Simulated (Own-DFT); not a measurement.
Simulation results for GaN (wurtzite, strained, atoms displaced)

All values are calculated (Own-DFT development build). A calculation, not a measurement: plane-wave PBE density functional theory by an unreviewed code, no spin, of a simulated periodic cell, stress positive in tension, free energy of the whole cell less one offset for each atom, forces on such cells passed a denser k mesh, this cell's mesh not checked; offsets are fitted by least squares, one for each functional and potential file, so energies compare only between cells with the same atoms and settings and are not formation energies; the far tail of each file's local potential was reset to the Coulomb form; each entry is a single point on an unrelaxed cell, so the pressure reflects the starting lattice, mostly measured values (interpolated for alloys), from which strain is counted, and rises with the displacements; printed positions are rounded, which can move forces by about a meV/angstrom; the program, named Own-DFT, is a retired in-house code; no spin-orbit coupling.

Common to all runs: functional PBE; potential files PseudoDojo norm-conserving, scalar-relativistic, standard set with the stringent files for Ga; wave cutoff 96 hartree; occupations Gaussian; smearing width 0.01 eV; k mesh 3 x 4 x 3 centred on Gamma.

```yaml
- entry: 1
  formula: GaN
  kind: "wurtzite, strained, atoms displaced"
  structure:
    cell_angstrom: [[12.756, 0.0, 0.0], [-4.7835, 8.2853, 0.0], [0.0, 0.0, 10.5515]]
    atoms_fractional:
      - [Ga, 0.08693, 0.22284, 0.9972]
      - [Ga, 0.16692, 0.1229, 0.24925]
      - ["N", 0.08746, 0.22272, 0.19882]
      - ["N", 0.16118, 0.10985, 0.43199]
      - [Ga, 0.08227, 0.22369, 0.49908]
      - [Ga, 0.1754, 0.12777, 0.7485]
      - ["N", 0.08565, 0.22671, 0.68035]
      - ["N", 0.16332, 0.09839, 0.94184]
      - [Ga, 0.08679, 0.55283, 0.99798]
      - [Ga, 0.16777, 0.45423, 0.25487]
      - ["N", 0.09132, 0.55962, 0.18936]
      - ["N", 0.15834, 0.43712, 0.44038]
      - [Ga, 0.08628, 0.55708, 0.50289]
      - [Ga, 0.16628, 0.44851, 0.75275]
      - ["N", 0.09045, 0.56064, 0.68168]
      - ["N", 0.16382, 0.44323, 0.93652]
      - [Ga, 0.08663, 0.89, 0.00027]
      - [Ga, 0.16621, 0.77512, 0.24895]
      - ["N", 0.0842, 0.89254, 0.19328]
      - ["N", 0.17025, 0.78456, 0.44275]
      - [Ga, 0.08097, 0.89474, 0.49882]
      - [Ga, 0.17523, 0.78339, 0.75577]
      - ["N", 0.09088, 0.89899, 0.68418]
      - ["N", 0.16598, 0.77009, 0.94734]
      - [Ga, 0.33125, 0.21694, 0.99823]
      - [Ga, 0.41566, 0.1086, 0.25539]
      - ["N", 0.32713, 0.21676, 0.18928]
      - ["N", 0.42168, 0.11742, 0.44204]
      - [Ga, 0.33331, 0.22238, 0.50271]
      - [Ga, 0.41698, 0.11411, 0.73427]
      - ["N", 0.33458, 0.22509, 0.68108]
      - ["N", 0.41186, 0.11516, 0.93369]
      - [Ga, 0.33245, 0.56149, 0.99716]
      - [Ga, 0.40871, 0.43944, 0.24764]
      - ["N", 0.33531, 0.56877, 0.18849]
      - ["N", 0.41916, 0.44612, 0.4422]
      - [Ga, 0.33365, 0.54779, 0.49676]
      - [Ga, 0.42263, 0.44692, 0.74823]
      - ["N", 0.34217, 0.55772, 0.69873]
      - ["N", 0.41508, 0.44879, 0.93531]
      - [Ga, 0.33291, 0.89292, 0.00286]
      - [Ga, 0.41649, 0.76441, 0.25099]
      - ["N", 0.33211, 0.88656, 0.19673]
      - ["N", 0.42837, 0.80056, 0.43789]
      - [Ga, 0.32679, 0.88857, 0.49176]
      - [Ga, 0.41372, 0.7719, 0.74709]
      - ["N", 0.3329, 0.89643, 0.69158]
      - ["N", 0.40946, 0.78025, 0.94385]
      - [Ga, 0.58459, 0.22449, 0.99833]
      - [Ga, 0.66382, 0.10509, 0.2497]
      - ["N", 0.58595, 0.22251, 0.18616]
      - ["N", 0.66377, 0.11257, 0.43293]
      - [Ga, 0.58163, 0.2248, 0.49108]
      - [Ga, 0.66759, 0.10982, 0.74469]
      - ["N", 0.57481, 0.21691, 0.69399]
      - ["N", 0.66464, 0.09926, 0.9398]
      - [Ga, 0.57243, 0.54437, 0.99556]
      - [Ga, 0.66471, 0.44736, 0.25663]
      - ["N", 0.58492, 0.5612, 0.19134]
      - ["N", 0.67231, 0.44356, 0.44426]
      - [Ga, 0.58224, 0.55495, 0.49764]
      - [Ga, 0.66432, 0.44317, 0.74917]
      - ["N", 0.57822, 0.55291, 0.69044]
      - ["N", 0.66648, 0.45159, 0.93646]
      - [Ga, 0.58135, 0.88346, 0.00301]
      - [Ga, 0.66704, 0.77337, 0.24617]
      - ["N", 0.58758, 0.89166, 0.18948]
      - ["N", 0.66276, 0.76277, 0.42358]
      - [Ga, 0.59173, 0.89957, 0.49204]
      - [Ga, 0.66603, 0.7805, 0.74358]
      - ["N", 0.5907, 0.89728, 0.68767]
      - ["N", 0.6656, 0.76777, 0.93504]
      - [Ga, 0.83606, 0.22867, 0.00195]
      - [Ga, 0.90858, 0.10157, 0.2502]
      - ["N", 0.8383, 0.21903, 0.18341]
      - ["N", 0.91799, 0.11502, 0.44275]
      - [Ga, 0.82556, 0.21641, 0.4907]
      - [Ga, 0.91366, 0.10306, 0.74653]
      - ["N", 0.8333, 0.2254, 0.69564]
      - ["N", 0.90953, 0.11519, 0.94245]
      - [Ga, 0.82995, 0.55407, 0.00561]
      - [Ga, 0.91604, 0.44764, 0.24406]
      - ["N", 0.83223, 0.55219, 0.18544]
      - ["N", 0.91863, 0.43938, 0.43864]
      - [Ga, 0.83654, 0.55864, 0.49835]
      - [Ga, 0.91631, 0.45003, 0.75145]
      - ["N", 0.83245, 0.55747, 0.68944]
      - ["N", 0.91122, 0.44287, 0.93282]
      - [Ga, 0.83858, 0.89369, 0.99936]
      - [Ga, 0.91666, 0.78415, 0.25271]
      - ["N", 0.82608, 0.88518, 0.18548]
      - ["N", 0.92323, 0.77087, 0.43397]
      - [Ga, 0.83617, 0.89171, 0.50428]
      - [Ga, 0.91934, 0.77202, 0.75883]
      - ["N", 0.82859, 0.89858, 0.68533]
      - ["N", 0.92276, 0.78531, 0.93856]
  results:
    "free_energy_of_cell_above_offsets [eV]": "-4.803"
    "pressure [GPa]": 4.0
    "stress_xx [GPa]": -5.5
    "stress_yy [GPa]": -7.04
    "stress_zz [GPa]": 0.54
    "stress_yz [GPa]": -0.13
    "stress_xz [GPa]": -0.18
    "stress_xy [GPa]": -0.07
    force_element: [Ga, Ga, "N", "N", Ga, Ga, "N", "N", Ga, Ga, "N", "N", Ga, Ga, "N", "N", Ga, Ga, "N", "N", Ga, Ga, "N", "N", Ga, Ga, "N", "N", Ga, Ga, "N", "N", Ga, Ga, "N", "N", Ga, Ga, "N", "N", Ga, Ga, "N", "N", Ga, Ga, "N", "N", Ga, Ga, "N", "N", Ga, Ga, "N", "N", Ga, Ga, "N", "N", Ga, Ga, "N", "N", Ga, Ga, "N", "N", Ga, Ga, "N", "N", Ga, Ga, "N", "N", Ga, Ga, "N", "N", Ga, Ga, "N", "N", Ga, Ga, "N", "N", Ga, Ga, "N", "N", Ga, Ga, "N", "N"]
    "force_x [eV/angstrom]": [-0.891, 1.322, -2.658, 0.9, 0.294, -0.671, -0.201, -0.328, -1.549, 0.659, -1.762, 1.61, -0.776, 0.571, -0.868, 0.939, 0.004, -0.588, -0.088, -1.503, 1.353, -1.414, -0.602, -0.345, -0.447, 0.09, 1.196, -1.492, -0.721, -1.045, -0.068, 1.239, 0.132, 0.955, 0.268, -0.398, -1.07, -0.974, -1.678, -1.023, -0.087, -0.207, 0.59, -0.661, 2.039, 0.188, 1.265, 1.329, 0.071, 0.255, -0.701, 0.241, 0.958, -0.538, 2.506, -0.634, 1.35, 0.406, -0.643, -1.095, 0.707, 0.059, 1.829, 0.435, 0.369, -0.911, -0.47, 0.287, 0.193, -0.069, -1.178, -0.352, -1.223, 1.284, -1.33, -0.588, 1.026, -0.242, 0.3, 2.595, 0.037, 1.082, -0.603, -0.583, 0.896, 0.754, -0.127, 0.669, -1.181, 0.513, 1.641, -1.942, -0.115, -0.115, 1.683, -0.332]
    "force_y [eV/angstrom]": [-0.736, -2.298, 1.385, 0.802, -0.598, -1.722, -0.024, 2.574, -0.275, -1.547, -0.512, 1.697, 0.324, -0.378, 0.177, -0.424, -1.441, 1.03, -0.19, -1.379, -0.136, -0.286, -0.562, 0.913, 0.798, 0.172, 0.885, -0.545, -0.287, -0.587, 0.645, -0.435, -0.355, 0.55, -3.955, -0.852, 1.572, -0.9, -0.877, -1.332, 0.646, 4.476, 0.313, -2.499, 0.806, 2.252, -1.269, -0.059, -0.648, 1.054, 0.238, 0.465, -0.091, 0.783, 1.535, 1.473, 1.552, -0.426, -2.208, 0.528, -0.126, -0.091, 1.028, -0.991, -0.107, 0.585, -1.146, 2.07, -1.656, -0.615, -1.387, 0.739, -0.771, 1.012, 0.765, -1.22, 1.144, 2.603, 0.194, -0.461, 0.517, -0.669, 0.763, 0.703, -0.721, -0.588, 0.104, 0.99, -0.526, -0.473, 0.288, 0.829, -0.724, 1.343, -2.324, -0.887]
    "force_z [eV/angstrom]": [1.003, 0.671, -2.001, 1.004, -0.096, 0.158, 1.595, -1.335, 0.82, 0.01, -0.839, -0.424, -0.629, -0.884, 1.792, 0.053, 1.323, 0.715, -0.74, -1.209, 0.432, -0.326, 1.055, -1.201, 0.53, -0.756, -0.38, -0.648, -1.278, 2.282, 0.915, -0.115, 0.225, 0.137, -1.008, -1.222, 1.04, 0.751, -1.761, 0.222, 0.639, 1.167, -0.785, -0.099, 1.479, 0.532, -1.188, -1.024, -0.426, -0.991, 0.599, -0.058, 1.916, 1.571, -1.698, -0.312, 1.008, -0.828, -0.944, -0.761, 0.799, 0.166, -1.403, 0.042, -0.462, -0.375, -0.189, 2.389, 1.106, 1.388, -1.207, 0.122, -0.532, 0.341, 1.006, -0.974, 1.68, 1.095, -1.545, -1.102, -1.102, 0.928, 0.871, -0.555, 0.679, -0.732, -0.506, 1.18, -0.244, -0.891, -0.017, 0.476, -1.104, -1.328, -0.202, 0.522]
- entry: 2
  formula: GaN
  kind: "wurtzite, strained, atoms displaced"
  structure:
    cell_angstrom: [[12.756, 0.0, 0.0], [-4.7835, 8.2853, 0.0], [0.0, 0.0, 10.5515]]
    atoms_fractional:
      - [Ga, 0.08365, 0.2166, 0.99448]
      - [Ga, 0.17008, 0.107, 0.25471]
      - ["N", 0.0818, 0.22224, 0.1867]
      - ["N", 0.17318, 0.11996, 0.43368]
      - [Ga, 0.08434, 0.22733, 0.5032]
      - [Ga, 0.17041, 0.11251, 0.74478]
      - ["N", 0.07964, 0.22272, 0.68697]
      - ["N", 0.1641, 0.11392, 0.93997]
      - [Ga, 0.07952, 0.56245, 0.99521]
      - [Ga, 0.1675, 0.44017, 0.24542]
      - ["N", 0.08436, 0.55404, 0.18535]
      - ["N", 0.17248, 0.44628, 0.44593]
      - [Ga, 0.07921, 0.5564, 0.49165]
      - [Ga, 0.17984, 0.44854, 0.75227]
      - ["N", 0.08871, 0.55862, 0.68698]
      - ["N", 0.16506, 0.4371, 0.94145]
      - [Ga, 0.08972, 0.90313, 0.00088]
      - [Ga, 0.16685, 0.7701, 0.24887]
      - ["N", 0.08138, 0.89691, 0.17873]
      - ["N", 0.16445, 0.7665, 0.43877]
      - [Ga, 0.065, 0.88906, 0.50125]
      - [Ga, 0.16556, 0.76997, 0.76064]
      - ["N", 0.0819, 0.88698, 0.68439]
      - ["N", 0.16234, 0.77385, 0.93841]
      - [Ga, 0.33564, 0.22358, 0.99883]
      - [Ga, 0.41669, 0.10432, 0.25975]
      - ["N", 0.32848, 0.21735, 0.18656]
      - ["N", 0.41683, 0.11306, 0.44072]
      - [Ga, 0.33103, 0.23445, 0.50401]
      - [Ga, 0.41736, 0.11497, 0.74541]
      - ["N", 0.32763, 0.21687, 0.69018]
      - ["N", 0.41868, 0.11051, 0.93395]
      - [Ga, 0.343, 0.56218, 0.99795]
      - [Ga, 0.4126, 0.44654, 0.25118]
      - ["N", 0.33648, 0.56216, 0.19351]
      - ["N", 0.41359, 0.43738, 0.44991]
      - [Ga, 0.33148, 0.54734, 0.49974]
      - [Ga, 0.41212, 0.44731, 0.74524]
      - ["N", 0.33508, 0.55521, 0.68487]
      - ["N", 0.42077, 0.45685, 0.93707]
      - [Ga, 0.32257, 0.88181, 0.00444]
      - [Ga, 0.41416, 0.77336, 0.24254]
      - ["N", 0.33685, 0.89672, 0.19021]
      - ["N", 0.41978, 0.78008, 0.43067]
      - [Ga, 0.33927, 0.8973, 0.49384]
      - [Ga, 0.41296, 0.78178, 0.75019]
      - ["N", 0.33212, 0.88787, 0.68157]
      - ["N", 0.42338, 0.7833, 0.93701]
      - [Ga, 0.58295, 0.22315, 0.98623]
      - [Ga, 0.66877, 0.1186, 0.25001]
      - ["N", 0.58632, 0.22813, 0.18657]
      - ["N", 0.66694, 0.11496, 0.45274]
      - [Ga, 0.57937, 0.22157, 0.50889]
      - [Ga, 0.65905, 0.10367, 0.74505]
      - ["N", 0.57825, 0.22107, 0.69369]
      - ["N", 0.66778, 0.11476, 0.93209]
      - [Ga, 0.5801, 0.54956, 0.00017]
      - [Ga, 0.66093, 0.44778, 0.25468]
      - ["N", 0.59231, 0.5647, 0.18535]
      - ["N", 0.66707, 0.44494, 0.44223]
      - [Ga, 0.58369, 0.55615, 0.50178]
      - [Ga, 0.67355, 0.45382, 0.75207]
      - ["N", 0.58861, 0.56012, 0.68042]
      - ["N", 0.67189, 0.4538, 0.93492]
      - [Ga, 0.57931, 0.89401, 0.00825]
      - [Ga, 0.66355, 0.77743, 0.25326]
      - ["N", 0.58989, 0.90003, 0.19623]
      - ["N", 0.66799, 0.77788, 0.43245]
      - [Ga, 0.58628, 0.8871, 0.50103]
      - [Ga, 0.66474, 0.77395, 0.74932]
      - ["N", 0.59058, 0.89282, 0.69149]
      - ["N", 0.66617, 0.78825, 0.93661]
      - [Ga, 0.83369, 0.22705, 0.00541]
      - [Ga, 0.91431, 0.10651, 0.25019]
      - ["N", 0.83617, 0.22369, 0.18631]
      - ["N", 0.91857, 0.1063, 0.43231]
      - [Ga, 0.83068, 0.23071, 0.5026]
      - [Ga, 0.92704, 0.12366, 0.75521]
      - ["N", 0.83264, 0.21934, 0.69016]
      - ["N", 0.92096, 0.11829, 0.93335]
      - [Ga, 0.83186, 0.55701, 0.0004]
      - [Ga, 0.91469, 0.44317, 0.25301]
      - ["N", 0.83436, 0.55308, 0.18942]
      - ["N", 0.90995, 0.42829, 0.42992]
      - [Ga, 0.83798, 0.54882, 0.49912]
      - [Ga, 0.91622, 0.44718, 0.74414]
      - ["N", 0.82987, 0.55384, 0.68802]
      - ["N", 0.90654, 0.43961, 0.93621]
      - [Ga, 0.83041, 0.88554, 0.00364]
      - [Ga, 0.91334, 0.77228, 0.25714]
      - ["N", 0.82963, 0.88663, 0.1853]
      - ["N", 0.91833, 0.78704, 0.43637]
      - [Ga, 0.82791, 0.88098, 0.50605]
      - [Ga, 0.91139, 0.76995, 0.75108]
      - ["N", 0.83191, 0.89847, 0.68973]
      - ["N", 0.92006, 0.79201, 0.93654]
  results:
    "free_energy_of_cell_above_offsets [eV]": "-4.650"
    "pressure [GPa]": 3.78
    "stress_xx [GPa]": -4.79
    "stress_yy [GPa]": -5.84
    "stress_zz [GPa]": -0.7
    "stress_yz [GPa]": -0.17
    "stress_xz [GPa]": -0.23
    "stress_xy [GPa]": -0.57
    force_element: [Ga, Ga, "N", "N", Ga, Ga, "N", "N", Ga, Ga, "N", "N", Ga, Ga, "N", "N", Ga, Ga, "N", "N", Ga, Ga, "N", "N", Ga, Ga, "N", "N", Ga, Ga, "N", "N", Ga, Ga, "N", "N", Ga, Ga, "N", "N", Ga, Ga, "N", "N", Ga, Ga, "N", "N", Ga, Ga, "N", "N", Ga, Ga, "N", "N", Ga, Ga, "N", "N", Ga, Ga, "N", "N", Ga, Ga, "N", "N", Ga, Ga, "N", "N", Ga, Ga, "N", "N", Ga, Ga, "N", "N", Ga, Ga, "N", "N", Ga, Ga, "N", "N", Ga, Ga, "N", "N", Ga, Ga, "N", "N"]
    "force_x [eV/angstrom]": [-1.443, -1.562, 0.655, -0.909, -0.453, -2.053, 2.288, 2.323, 0.388, -0.559, -0.259, -1.609, 1.374, -2.584, -0.478, 0.324, -1.05, -0.956, 0.812, -0.847, 4.691, -0.373, -0.107, -0.138, -0.304, -0.018, 1.357, -0.562, 0.993, -0.615, 1.061, -1.282, -2.092, 1.354, 0.058, 0.751, -0.204, 2.065, 0.138, 0.599, 1.755, 0.501, -0.273, 0.099, -0.582, 1.343, -0.254, -2.061, 0.646, 0.031, -0.695, -0.509, 0.462, 1.243, 0.761, -0.078, 0.662, 1.54, -1.944, 0.183, 0.242, -1.441, -0.751, -0.868, 1.707, 0.637, -0.919, -0.259, -0.659, 0.248, -1.644, 0.145, 0.341, 0.508, -0.458, -0.746, 1.674, -1.946, -0.462, -0.7, 0.498, 0.524, -0.714, 0.294, -1.45, 0.96, 1.166, 1.035, -0.536, -0.089, 0.389, -1.618, -0.369, -0.147, 1.03, 0.775]
    "force_y [eV/angstrom]": [0.81, 0.407, -0.396, -1.123, -0.798, -1.259, 0.915, 0.303, -2.727, -0.194, -0.126, -0.312, -1.001, -0.949, -0.801, 2.006, -1.417, 0.936, -1.401, 2.321, 1.808, 0.986, -0.251, 1.285, 0.076, 2.023, 1.122, 0.88, -3.36, -1.213, 1.631, -0.472, -0.218, -0.787, -1.339, 2.573, 2.283, -0.257, 1.208, -1.977, 1.213, 2.165, -1.574, -0.496, -2.032, 0.271, 0.339, -0.46, 0.29, 0.461, -0.294, -0.379, 0.291, 1.432, 1.137, -0.28, 1.971, -0.708, -1.008, 0.042, 0.189, -1.264, -0.877, -0.697, 0.868, 0.859, -1.09, -0.592, 0.249, 1.058, -1.762, -1.282, -0.945, 0.257, -0.065, 0.31, -3.072, -1.343, 0.906, -0.576, 1.081, -0.178, 0.274, 2.867, 0.634, -0.905, 0.317, 1.345, 1.004, 0.865, -0.288, -2.901, 1.698, 2.094, -1.046, -1.568]
    "force_z [eV/angstrom]": [1.655, -0.926, -0.111, 1.298, -0.819, 0.968, -0.14, -1.683, 0.749, 0.649, -0.102, -1.605, 1.406, 0.337, 0.015, -0.553, -0.371, 0.522, 1.942, -1.076, 0.797, -2.782, 0.755, 0.355, 0.1, -1.197, 0.146, 0.261, 0.354, 0.682, -0.498, 0.068, 0.631, 0.18, -1.509, -2.22, -0.115, 0.685, 0.003, -0.767, -0.317, 1.569, -0.698, 0.759, 0.589, -0.369, 0.798, 0.235, 1.455, 0.87, -0.161, -1.598, -0.53, 0.892, -0.427, 0.716, -0.158, -0.157, 0.244, -0.202, -0.67, -0.251, 1.413, 0.075, -0.591, -0.86, -0.941, 1.101, 0.053, 0.948, -1.176, 0.491, -1.231, -0.19, 0.642, 1.25, 1.046, -0.374, -0.477, 1.442, 0.499, -1.818, 0.185, 0.905, -0.088, 0.942, -1.171, -0.34, -0.788, -2.107, 0.812, -0.223, -0.174, 0.199, -0.107, -0.018]
```
